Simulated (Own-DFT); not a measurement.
# Biaxial strain at fixed height in diamond-structure GeSn with randomly placed atoms, 64 atoms (Ge60Sn4)

Source: density functional calculations with Own-DFT, an unreviewed in-house program that is no longer used. Nothing was measured or relaxed, and spin and spin-orbit coupling are left out.

All runs used: PBE; PseudoDojo norm-conserving scalar-relativistic files; cutoff 49 hartree; 3 x 3 x 3 k mesh centred on Gamma; Fermi-Dirac smearing of 0.1 eV.

Limits: forces on such cells moved up to 12 meV/angstrom on a denser k mesh; stress not checked against mesh or cutoff.

Unstrained cell vectors in Å: (11.420, 0.000, 0.000); (0.000, 11.420, 0.000); (0.000, 0.000, 11.420). The unstrained cell has measured lattice constants (interpolated for alloys), not those of this functional. That, the random moves and any unrelaxed bonds set the pressure at no strain. Each run strains x and y alike by e, as a substrate would, and holds the height along z. Each coordinate of each atom was shifted by a normal deviate of width 0.05 Å. The random placing of the alloy's atoms differs from row to row. Stress is positive in tension.

```
e (%),u (Å),(s_xx + s_yy)/2 (GPa),s_zz (GPa)
-3.00,0.049,-10.81,-8.78
-2.50,0.056,-9.93,-8.49
-1.25,0.051,?,?
-0.75,0.049,-6.22,-5.64
-0.25,0.049,-5.27,-5.05
0.25,0.049,-4.53,-4.82
0.50,0.047,-3.83,-4.16
1.00,0.042,-3.10,-3.66
2.25,0.049,-1.32,-2.52
2.75,0.048,-0.63,-2.09
```

## Analysis

With e as a fraction, the in-plane stress is -4.8 + 177 e - 862 e² GPa (errors 2 and 108, scatter 0.11), and s_zz is -4.8 + 118 e - 648 e² GPa (slope ± 4, scatter 0.20). At e = 0 the first slope is C11 + C12 and the second 2 C12, both with the ions held to the strained lattice and at the cell's own pressure. The term in e² is negative: the layer stiffens under compression and softens under tension. A free layer would change its height as e changes, and the in-plane slope would drop by 2 C12²/C11 to the biaxial modulus. At fixed height, a misfit of 1 % moves the in-plane stress by about 1.8 GPa and s_zz by 1.2 GPa.

## Test on the hidden row

Question: what are the two stresses at e = -1.25 %?

From the fit: -7.2 and -6.4 GPa. The hidden result is -7.21 and -6.42 GPa.
